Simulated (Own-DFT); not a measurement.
## Calculated data, GaN (wurtzite, atoms displaced)

A calculation, not a measurement: plane-wave PBE density functional theory by an unreviewed code, no spin, of a simulated periodic cell, stress positive in tension, free energy of the whole cell less one offset for each atom, forces on such cells passed a denser k mesh, this cell's mesh not checked; offsets are fitted by least squares, one for each functional and potential file, so energies compare only between cells with the same atoms and settings and are not formation energies; the far tail of each file's local potential was reset to the Coulomb form; each entry is a single point on an unrelaxed cell, so the pressure reflects the starting lattice, mostly measured values (interpolated for alloys), from which strain is counted, and rises with the displacements; printed positions are rounded, which can move forces by about a meV/angstrom; the program, named Own-DFT, is a retired in-house code; no spin-orbit coupling. Program: Own-DFT development build.

Settings shared by all entries: functional PBE; potential files PseudoDojo norm-conserving, scalar-relativistic, standard set with the stringent files for Ga; wave cutoff 96 hartree; occupations Gaussian; smearing width 0.01 eV; k mesh 3 x 4 x 3 centred on Gamma.

(1) GaN (wurtzite, atoms displaced)

```xyz
96
Lattice="12.7560 0.0000 0.0000 -4.7835 8.2853 0.0000 0.0000 0.0000 10.3700" Properties=species:S:1:pos:R:3 GaN
Ga     0.0267     1.8397    10.3631
Ga     1.5759     0.9186     2.5815
N     -0.0051     1.8185     1.9289
N      1.6156     0.9331     4.5585
Ga     0.0209     1.8664     5.1726
Ga     1.5842     0.9556     7.7681
N      0.0111     1.8623     7.1370
N      1.6165     0.9444     9.7412
Ga    -1.5573     4.5983     0.0160
Ga    -0.0029     3.6822     2.6147
N     -1.6122     4.5633     1.9480
N     -0.0230     3.6955     4.5713
Ga    -1.5809     4.5897     5.1738
Ga    -0.0200     3.7095     7.7719
N     -1.5726     4.5899     7.1331
N      0.0140     3.6677     9.7480
Ga    -3.2066     7.3609    10.3479
Ga    -1.6197     6.4845     2.5796
N     -3.2137     7.3912     1.9872
N     -1.6200     6.4741     4.5553
Ga    -3.1679     7.3142     5.2023
Ga    -1.6017     6.4535     7.7828
N     -3.1684     7.3235     7.1550
N     -1.5938     6.4104     9.7551
Ga     3.1856     1.8151     0.0044
Ga     4.7708     0.8915     2.5840
N      3.1955     1.8615     1.9825
N      4.7281     0.9108     4.5506
Ga     3.1919     1.8423     5.1913
Ga     4.7838     0.9229     7.7562
N      3.2102     1.8362     7.1562
N      4.8043     0.9269     9.7376
Ga     1.5968     4.6361    10.3106
Ga     3.1867     3.6791     2.5897
N      1.6092     4.5945     1.9759
N      3.1552     3.7228     4.5513
Ga     1.5922     4.6437     5.2017
Ga     3.2413     3.6851     7.7564
N      1.6020     4.6100     7.1206
N      3.1921     3.6547     9.7741
Ga    -0.0315     7.3650    10.3469
Ga     1.5571     6.4282     2.5680
N     -0.0047     7.3603     1.9820
N      1.5791     6.4736     4.5236
Ga     0.0065     7.3767     5.2014
Ga     1.5674     6.4714     7.8203
N     -0.0147     7.3659     7.1392
N      1.5915     6.4340     9.7395
Ga     6.3671     1.8216     0.0069
Ga     7.9307     0.9547     2.5719
N      6.4117     1.8725     1.9687
N      7.9229     0.9127     4.5280
Ga     6.3845     1.8096     5.2051
Ga     7.9491     0.9348     7.7638
N      6.3669     1.8924     7.1265
N      8.0025     0.9265     9.7657
Ga     4.7786     4.6106     0.0044
Ga     6.3631     3.6831     2.5949
N      4.7564     4.6034     1.9648
N      6.3757     3.6892     4.5284
Ga     4.7659     4.6273     5.1815
Ga     6.4065     3.6576     7.7743
N      4.7933     4.6114     7.1506
N      6.3866     3.6832     9.7156
Ga     3.1689     7.3666     0.0212
Ga     4.7482     6.4675     2.5803
N      3.1998     7.3669     1.9260
N      4.7822     6.4782     4.5736
Ga     3.2173     7.3470     5.1446
Ga     4.8296     6.4229     7.7453
N      3.1805     7.4222     7.0865
N      4.7879     6.4366     9.6971
Ga     9.5848     1.8639     0.0313
Ga    11.1814     0.9210     2.5809
N      9.5655     1.8458     1.9760
N     11.1436     0.9380     4.5310
Ga     9.5848     1.8293     5.1837
Ga    11.1466     0.9411     7.7966
N      9.5596     1.8362     7.1439
N     11.1779     0.8964     9.7348
Ga     7.9588     4.6051    10.3633
Ga     9.5710     3.6436     2.5741
N      7.9770     4.6031     1.9579
N      9.6072     3.6654     4.5638
Ga     8.0042     4.6167     5.1844
Ga     9.6123     3.6924     7.7813
N      7.9733     4.5754     7.1428
N      9.5802     3.7176     9.7239
Ga     6.4038     7.3543     0.0127
Ga     7.9744     6.4153     2.5888
N      6.3760     7.3910     1.9315
N      7.9668     6.4315     4.5578
Ga     6.3825     7.3649     5.1797
Ga     7.9813     6.4664     7.7895
N      6.3981     7.3863     7.1507
N      7.9679     6.4564     9.6915
```

| Property | Result |
| --- | --- |
| free energy of cell above offsets | -10.258 eV |
| pressure | 5.46 GPa |
| stress xx | -5.6 GPa |
| stress yy | -5.4 GPa |
| stress zz | -5.38 GPa |
| stress yz | -0.13 GPa |
| stress xz | 0.03 GPa |
| stress xy | 0.45 GPa |

Force:
```tsv
element	x (eV/Å)	y (eV/Å)	z (eV/Å)
Ga	-0.413	-0.079	-0.02
Ga	0.32	0.438	0.523
N	0.177	0.575	0.382
N	-0.497	-0.423	-0.052
Ga	-0.225	-0.492	0.157
Ga	0.228	-0.495	0.028
N	-0.321	-0.105	0.031
N	-0.215	-0.736	-0.358
Ga	-0.418	-0.374	0.008
Ga	0.117	-0.095	-0.297
N	0.359	0.848	0.343
N	0.71	0.021	-0.409
Ga	-0.317	0.575	0.11
Ga	0.779	-0.377	0.183
N	-0.251	0.663	-0.052
N	-0.016	0.292	-0.461
Ga	0.15	0.106	0.399
Ga	0.007	-0.878	0.338
N	0.103	-0.472	-0.894
N	0.839	-0.788	-0.297
Ga	-0.689	1.025	-0.054
Ga	0.245	-0.506	0.116
N	-0.305	0.929	-0.035
N	-0.134	0.588	-0.315
Ga	0.355	0.533	0.369
Ga	0.257	0.782	0.371
N	-0.103	-0.669	-0.448
N	0.92	0.18	-0.041
Ga	-0.241	0.504	-0.065
Ga	0.208	0.083	0.32
N	-0.289	0.151	-0.22
N	-0.383	-0.397	-0.255
Ga	0.22	-1.093	1.088
Ga	-0.079	0.177	0.278
N	-0.546	0.068	-0.722
N	0.412	-0.44	0.107
Ga	-0.219	-0.076	-0.394
Ga	-0.795	0.036	0.625
N	0.071	0.199	0.827
N	0.011	0.338	-0.812
Ga	0.34	0.056	0.506
Ga	0.728	0.02	0.326
N	-0.242	0.009	-0.947
N	0.096	-0.206	0.087
Ga	-0.229	-0.159	-0.37
Ga	0.838	-0.187	-1.086
N	0.097	0.071	0.308
N	-0.268	0.727	0.04
Ga	0.609	0.544	0.041
Ga	0.844	-0.661	0.395
N	-1.263	-0.39	-0.487
N	0.886	0.069	-0.01
Ga	-0.565	0.65	-0.696
Ga	0.377	0.016	0.427
N	-0.095	-1.129	0.217
N	-0.477	-0.007	-0.508
Ga	0.08	-0.089	-0.105
Ga	0.011	0.416	0.096
N	0.466	0.299	-0.097
N	-0.015	-0.077	0.53
Ga	0.35	-0.416	-0.092
Ga	-0.232	0.884	0.123
N	0.356	-0.239	-0.456
N	-0.232	-0.219	0.366
Ga	0.783	0.025	-0.729
Ga	0.669	-0.275	0.178
N	-0.791	0.237	0.627
N	0.401	-0.531	-0.785
Ga	-0.97	0.657	0.385
Ga	-0.784	0.847	0.292
N	-0.009	-0.958	0.743
N	-0.113	0.182	0.435
Ga	0.099	-0.107	-0.427
Ga	-0.383	0.039	0.142
N	0.029	-0.481	-0.25
N	0.683	-0.369	0.105
Ga	-0.698	-0.005	0.037
Ga	0.206	-0.148	-0.193
N	0.08	0.247	-0.039
N	-0.034	0.566	0.197
Ga	0.266	-0.005	-0.046
Ga	-0.147	0.617	0.605
N	-0.074	-0.187	-0.224
N	-0.58	0.178	-0.418
Ga	-0.363	-0.709	0.078
Ga	-0.7	-0.215	-0.108
N	0.413	0.598	0.001
N	0.079	-0.351	0.283
Ga	-0.661	0.042	-0.469
Ga	-0.327	0.421	0.223
N	0.035	-0.695	0.563
N	0.132	0.307	-0.246
Ga	0.214	0.402	0.223
Ga	-0.193	-0.632	-0.663
N	0.039	-0.049	-0.384
N	0.207	-0.248	0.853
```

(2) GaN (wurtzite, atoms displaced)

```xyz
96
Lattice="12.7560 0.0000 0.0000 -4.7835 8.2853 0.0000 0.0000 0.0000 10.3700" Properties=species:S:1:pos:R:3 GaN
Ga     0.0167     1.8232    10.3493
Ga     1.5951     0.8800     2.6167
N     -0.0162     1.8146     1.9661
N      1.6155     0.9052     4.5585
Ga    -0.0053     1.8607     5.1736
Ga     1.6001     0.9169     7.7835
N     -0.0062     1.8690     7.1671
N      1.5698     0.9178     9.7384
Ga    -1.5781     4.5997    10.3542
Ga     0.0170     3.7180     2.5890
N     -1.5499     4.6024     1.9708
N     -0.0048     3.6821     4.5449
Ga    -1.5954     4.6094     5.1764
Ga     0.0115     3.6644     7.7482
N     -1.6107     4.6137     7.1325
N      0.0052     3.6868     9.6947
Ga    -3.1862     7.3984    10.3619
Ga    -1.5865     6.4292     2.5915
N     -3.2122     7.3425     1.9795
N     -1.5985     6.4558     4.5337
Ga    -3.1757     7.3585     5.2059
Ga    -1.5491     6.4470     7.7261
N     -3.1435     7.3779     7.1133
N     -1.5942     6.4675     9.7271
Ga     3.1841     1.8349     0.0181
Ga     4.7526     0.9243     2.6283
N      3.2051     1.8322     1.9698
N      4.7994     0.9272     4.5599
Ga     3.2022     1.8422     5.1938
Ga     4.7844     0.9381     7.7810
N      3.1597     1.8155     7.1289
N      4.7928     0.9059     9.7577
Ga     1.6292     4.6171     0.0381
Ga     3.1897     3.6701     2.6084
N      1.5962     4.6070     1.9611
N      3.1690     3.6400     4.5230
Ga     1.5542     4.5720     5.1767
Ga     3.1984     3.6930     7.7925
N      1.6068     4.6048     7.1191
N      3.1660     3.6911     9.7355
Ga     0.0035     7.3528    10.3683
Ga     1.6089     6.4450     2.5999
N      0.0096     7.3576     1.9429
N      1.5941     6.4410     4.5431
Ga     0.0101     7.3423     5.1890
Ga     1.5938     6.4635     7.7839
N      0.0281     7.3455     7.1335
N      1.6122     6.4540     9.7464
Ga     6.3762     1.8638     0.0329
Ga     7.9838     0.9050     2.5503
N      6.3663     1.8460     1.9627
N      7.9325     0.9485     4.5267
Ga     6.3777     1.8220     5.2044
Ga     7.9530     0.8883     7.7906
N      6.3579     1.8390     7.1343
N      7.9658     0.9316     9.7056
Ga     4.7783     4.5996    10.3180
Ga     6.3456     3.7240     2.5989
N      4.7732     4.6406     1.9405
N      6.3808     3.7122     4.5704
Ga     4.7931     4.5830     5.1625
Ga     6.3760     3.6727     7.7846
N      4.7537     4.6035     7.1416
N      6.3854     3.6656     9.7015
Ga     3.1556     7.3720     0.0058
Ga     4.8091     6.4636     2.6436
N      3.1944     7.3879     1.9442
N      4.8015     6.4663     4.5712
Ga     3.2012     7.3688     5.1755
Ga     4.7798     6.4457     7.7667
N      3.1886     7.4022     7.1079
N      4.8151     6.4329     9.7197
Ga     9.5694     1.8328     0.0050
Ga    11.1343     0.9123     2.6078
N      9.5913     1.8464     1.9913
N     11.1950     0.9145     4.5339
Ga     9.5861     1.8189     5.1521
Ga    11.1929     0.9325     7.7649
N      9.5932     1.8543     7.1307
N     11.1733     0.9418     9.7489
Ga     7.9880     4.5813     0.0083
Ga     9.5541     3.6703     2.5758
N      7.9771     4.6461     1.9582
N      9.5100     3.6836     4.5597
Ga     8.0168     4.5939     5.1628
Ga     9.5528     3.6564     7.7952
N      7.9837     4.5863     7.1302
N      9.5521     3.6723     9.7279
Ga     6.3614     7.3882     0.0106
Ga     7.9770     6.4312     2.6148
N      6.3893     7.3615     1.9496
N      7.9525     6.4655     4.5625
Ga     6.3900     7.3149     5.1735
Ga     8.0078     6.4309     7.7919
N      6.3702     7.4016     7.1287
N      7.9321     6.4680     9.7341
```

| Quantity | Value |
| --- | --- |
| free energy of cell above offsets | -10.385 eV |
| pressure | 5.4 GPa |
| stress xx | -5.25 GPa |
| stress yy | -5.12 GPa |
| stress zz | -5.84 GPa |
| stress yz | -0.36 GPa |
| stress xz | 0.19 GPa |
| stress xy | 0.28 GPa |

Force:
```tsv
element	x (eV/Å)	y (eV/Å)	z (eV/Å)
Ga	-0.446	0.707	0.712
Ga	-0.265	0.498	-0.172
N	0.431	0.5	-0.111
N	-0.279	0.269	0.131
Ga	0.374	-0.562	0.227
Ga	-0.275	-0.003	-0.123
N	0.496	-0.649	-0.766
N	0.742	0.197	-0.254
Ga	-0.065	0.133	0.038
Ga	-0.067	-1.151	-0.076
N	-0.888	-0.11	-0.422
N	-0.342	0.03	-0.146
Ga	-0.447	-0.138	0.066
Ga	-0.153	0.886	0.334
N	0.227	-0.314	-0.037
N	0.337	0.054	0.554
Ga	-0.304	-0.842	0.341
Ga	-0.073	0.323	-0.216
N	0.59	0.062	-0.462
N	0.18	-0.267	0.211
Ga	-0.291	0.192	-0.509
Ga	-0.501	-0.152	0.796
N	-0.463	-0.218	0.685
N	-0.072	-0.325	-0.267
Ga	0.109	-0.046	-0.105
Ga	0.711	-0.325	-0.392
N	-0.579	0.057	-0.185
N	-0.282	-0.351	0.142
Ga	-0.187	-0.391	-0.074
Ga	-0.256	-0.352	0.186
N	0.587	0.568	0.413
N	-0.171	0.358	-0.408
Ga	-0.834	-0.153	-0.603
Ga	0.122	0.149	-0.474
N	0.381	0.05	0.146
N	0.204	0.75	0.484
Ga	0.864	0.492	0.12
Ga	-0.5	-0.374	-0.351
N	-0.077	0.123	0.232
N	0.389	-0.408	0.037
Ga	-0.091	0.12	0.126
Ga	-0.135	0.251	-0.086
N	-0.069	0.124	0.359
N	0.23	-0.278	0.034
Ga	-0.028	0.385	-0.207
Ga	0.456	-0.493	-0.123
N	-0.068	0.646	-0.02
N	-0.304	-0.275	-0.317
Ga	-0.095	-0.372	-0.311
Ga	-0.462	0.67	0.651
N	0.083	0.281	0.19
N	0.821	-0.578	-0.088
Ga	-0.002	0.632	-0.315
Ga	0.512	0.968	-0.515
N	0.265	-0.009	0.227
N	0.017	-0.12	0.755
Ga	0.26	0.136	0.619
Ga	0.395	-0.454	0.022
N	-0.185	-0.256	-0.001
N	0.084	-0.486	-0.366
Ga	-0.53	0.179	0.428
Ga	0.088	0.256	-0.586
N	0.515	-0.021	-0.218
N	-0.081	0.247	0.594
Ga	0.991	0.023	-0.202
Ga	-0.27	-0.024	-0.885
N	0.177	-0.61	0.201
N	-0.513	-0.562	-0.18
Ga	-0.352	0.312	-0.117
Ga	0.19	0.32	-0.015
N	-0.061	-0.8	0.366
N	-0.836	0.386	0
Ga	0.092	0.017	-0.014
Ga	0.89	-0.103	-0.245
N	-0.614	-0.065	-0.753
N	-0.443	-0.199	0.327
Ga	-0.343	0.095	0.459
Ga	-0.632	-0.062	0.314
N	-0.478	-0.508	-0.055
N	-0.304	-0.208	-0.358
Ga	-0.415	0.745	-0.195
Ga	0.286	0.514	0.357
N	-0.128	-0.955	-0.092
N	1.605	-0.388	-0.746
Ga	-1.158	0.568	0.689
Ga	0.236	0.277	-0.455
N	-0.23	0.239	0.119
N	0.377	0.069	0.415
Ga	0.114	-0.141	-0.118
Ga	-0.191	0.559	-0.082
N	-0.21	0.042	0.358
N	0.84	-0.605	-0.178
Ga	0.008	1.131	0.669
Ga	-0.438	0.227	-0.315
N	0.428	-0.724	0.086
N	0.778	-0.389	0.091
```

(3) GaN (wurtzite, atoms displaced)

```xyz
96
Lattice="12.7560 0.0000 0.0000 -4.7835 8.2853 0.0000 0.0000 0.0000 10.3700" Properties=species:S:1:pos:R:3 GaN
Ga     0.0026     1.8401     0.0014
Ga     1.6060     0.8753     2.5961
N      0.0034     1.8739     1.9662
N      1.5668     0.9253     4.5505
Ga    -0.0453     1.8812     5.2020
Ga     1.6088     0.9473     7.8071
N      0.0028     1.8337     7.1152
N      1.6208     0.9117     9.7133
Ga    -1.5892     4.5955     0.0139
Ga     0.0016     3.6551     2.5764
N     -1.6056     4.5848     1.9743
N     -0.0043     3.7001     4.5625
Ga    -1.6059     4.6230     5.1849
Ga    -0.0285     3.6845     7.7813
N     -1.5903     4.5963     7.1479
N      0.0162     3.6575     9.7271
Ga    -3.1667     7.3580     0.0174
Ga    -1.5771     6.4113     2.5992
N     -3.2082     7.3646     1.9480
N     -1.5751     6.4344     4.5448
Ga    -3.2146     7.3604     5.2013
Ga    -1.6037     6.4113     7.7666
N     -3.1762     7.3609     7.1318
N     -1.6161     6.4519     9.7406
Ga     3.2300     1.8636    10.3340
Ga     4.7839     0.8976     2.5691
N      3.1759     1.8683     1.9738
N      4.7688     0.8971     4.5468
Ga     3.1812     1.8567     5.1746
Ga     4.7592     0.8976     7.7726
N      3.1987     1.8632     7.1347
N      4.7869     0.9158     9.7253
Ga     1.5891     4.5983     0.0067
Ga     3.1801     3.6805     2.6019
N      1.5688     4.6432     1.9551
N      3.2120     3.7071     4.5559
Ga     1.5981     4.6379     5.2164
Ga     3.1701     3.6861     7.7862
N      1.6252     4.5966     7.1407
N      3.1771     3.6656     9.7850
Ga     0.0138     7.3616    10.3267
Ga     1.6033     6.4440     2.6045
N      0.0252     7.4195     1.9722
N      1.6095     6.4261     4.5420
Ga    -0.0121     7.3674     5.1487
Ga     1.6106     6.4522     7.7883
N      0.0101     7.3635     7.1475
N      1.6018     6.4313     9.7466
Ga     6.3718     1.8631    10.3551
Ga     7.9971     0.9446     2.5955
N      6.4224     1.7934     1.9409
N      7.9724     0.9376     4.5505
Ga     6.3842     1.8093     5.1869
Ga     7.9873     0.9182     7.7858
N      6.4002     1.8185     7.1470
N      7.9254     0.9232     9.7216
Ga     4.7811     4.5747    10.3675
Ga     6.3676     3.6840     2.6056
N      4.7936     4.6276     1.9734
N      6.4041     3.7146     4.5633
Ga     4.7730     4.5852     5.1838
Ga     6.3829     3.7035     7.7635
N      4.8173     4.6267     7.1521
N      6.3777     3.6881     9.7423
Ga     3.1687     7.3519     0.0012
Ga     4.8221     6.4564     2.5640
N      3.1828     7.3854     1.9575
N      4.8066     6.4536     4.5576
Ga     3.1916     7.3626     5.1641
Ga     4.7963     6.4294     7.7666
N      3.2042     7.4160     7.1636
N      4.7678     6.4515     9.7045
Ga     9.5492     1.8494     0.0032
Ga    11.1410     0.9160     2.6301
N      9.5823     1.8755     1.9737
N     11.1626     0.9028     4.5039
Ga     9.5933     1.8208     5.1852
Ga    11.1531     0.9316     7.7734
N      9.5477     1.8263     7.1723
N     11.1714     0.9024     9.7678
Ga     7.9921     4.6058    10.3192
Ga     9.5765     3.7123     2.6178
N      7.9901     4.5847     1.9425
N      9.5669     3.6653     4.5751
Ga     8.0037     4.6306     5.1975
Ga     9.5723     3.6603     7.7795
N      7.9535     4.5838     7.1768
N      9.5946     3.6982     9.7442
Ga     6.3767     7.3757     0.0318
Ga     7.9817     6.4155     2.5627
N      6.3801     7.3593     1.9683
N      7.9888     6.4507     4.5591
Ga     6.3872     7.3650     5.1623
Ga     7.9533     6.4672     7.8035
N      6.3619     7.3874     7.1136
N      7.9909     6.4281     9.7426
```

| Quantity | Value |
| --- | --- |
| free energy of cell above offsets | -10.420 eV |
| pressure | 5.4 GPa |
| stress xx | -4.89 GPa |
| stress yy | -6.03 GPa |
| stress zz | -5.28 GPa |
| stress yz | -0.14 GPa |
| stress xz | -0.13 GPa |
| stress xy | 0.01 GPa |

Force:
```tsv
element	x (eV/Å)	y (eV/Å)	z (eV/Å)
Ga	0.237	-0.315	0.269
Ga	-0.264	0.909	0.133
N	-0.009	-1.131	-0.226
N	0.109	0.051	0.125
Ga	0.643	-0.461	-0.601
Ga	-0.093	-0.455	-0.785
N	-0.164	0.222	0.68
N	-0.205	0.178	0.646
Ga	0.228	0.164	0.005
Ga	0.135	0.665	0.601
N	0.422	0.305	-0.299
N	0.079	0.136	-0.179
Ga	0.219	-0.359	0.039
Ga	0.675	-0.177	-0.128
N	-0.26	-0.14	-0.21
N	-0.288	0.432	0.024
Ga	-0.377	0.271	-0.301
Ga	0.07	0.652	-0.27
N	0.543	-0.436	0.165
N	-0.619	0.201	-0.001
Ga	0.569	0.435	-0.202
Ga	0.131	0.627	0.215
N	-0.234	0.127	0.403
N	0.664	-0.441	-0.151
Ga	-0.598	-0.764	0.913
Ga	0.094	1.137	0.378
N	0.25	-0.512	-0.485
N	0.128	0.538	-0.155
Ga	-0.133	-0.228	-0.06
Ga	0.604	0.443	-0.173
N	-0.138	-0.137	0.062
N	0.063	0.073	-0.076
Ga	-0.046	0.005	0.191
Ga	-0.036	0.476	-0.087
N	0.247	-0.613	0.039
N	-0.666	-0.297	-0.069
Ga	0.002	-0.662	-0.459
Ga	0.801	0.084	0.204
N	-0.699	0.284	0.388
N	0.122	0.568	-0.922
Ga	-0.253	0.042	0.751
Ga	0.021	0.395	-0.224
N	-0.51	-1.546	-0.69
N	-0.216	0.499	0.197
Ga	0.401	-0.169	0.639
Ga	0.137	0.13	-0.203
N	-0.255	-0.456	-0.28
N	-0.237	-0.14	-0.323
Ga	0.071	-0.306	0.251
Ga	0.045	-0.298	0.017
N	-0.867	0.982	0.144
N	0.305	-0.327	-0.074
Ga	-0.201	0.637	0.134
Ga	-0.505	0.182	0.165
N	-0.574	0.378	-0.031
N	0.766	-0.026	0.327
Ga	0.106	0.755	0.213
Ga	0.369	-0.386	-0.118
N	-0.224	-0.485	-0.357
N	-0.201	-0.586	-0.038
Ga	0.679	0.549	0.142
Ga	-0.242	-0.893	0.228
N	-0.802	-0.573	-0.189
N	0.036	0.071	-0.314
Ga	0.393	0.401	0.106
Ga	-0.929	-0.039	0.626
N	0.441	-0.263	0.044
N	-0.326	-0.198	-0.358
Ga	0.23	0.189	0.432
Ga	-0.222	0.675	-0.007
N	-0.117	-1.149	-0.605
N	0.285	-0.245	0.62
Ga	0.013	-0.249	0.149
Ga	0.448	0.316	-1.235
N	-0.014	-0.237	-0.218
N	0.01	0.3	1.16
Ga	-0.493	0.059	0.243
Ga	0.161	-0.283	0.4
N	0.64	0.33	-0.595
N	-0.232	0.408	-0.536
Ga	-0.216	-0.237	0.739
Ga	-0.34	-0.478	-0.013
N	-0.273	0.12	-0.131
N	0.209	0.241	-0.056
Ga	-0.444	-0.409	0.274
Ga	-0.214	0.278	0.091
N	0.785	0.654	-0.359
N	-0.17	-0.433	-0.335
Ga	-0.079	-0.509	-0.46
Ga	-0.141	0.069	0.455
N	0.449	0.309	-0.08
N	-0.149	-0.147	-0.543
Ga	-0.005	-0.14	0.273
Ga	0.178	-0.112	-0.418
N	0.375	-0.114	0.267
N	-0.303	0.611	0.068
```
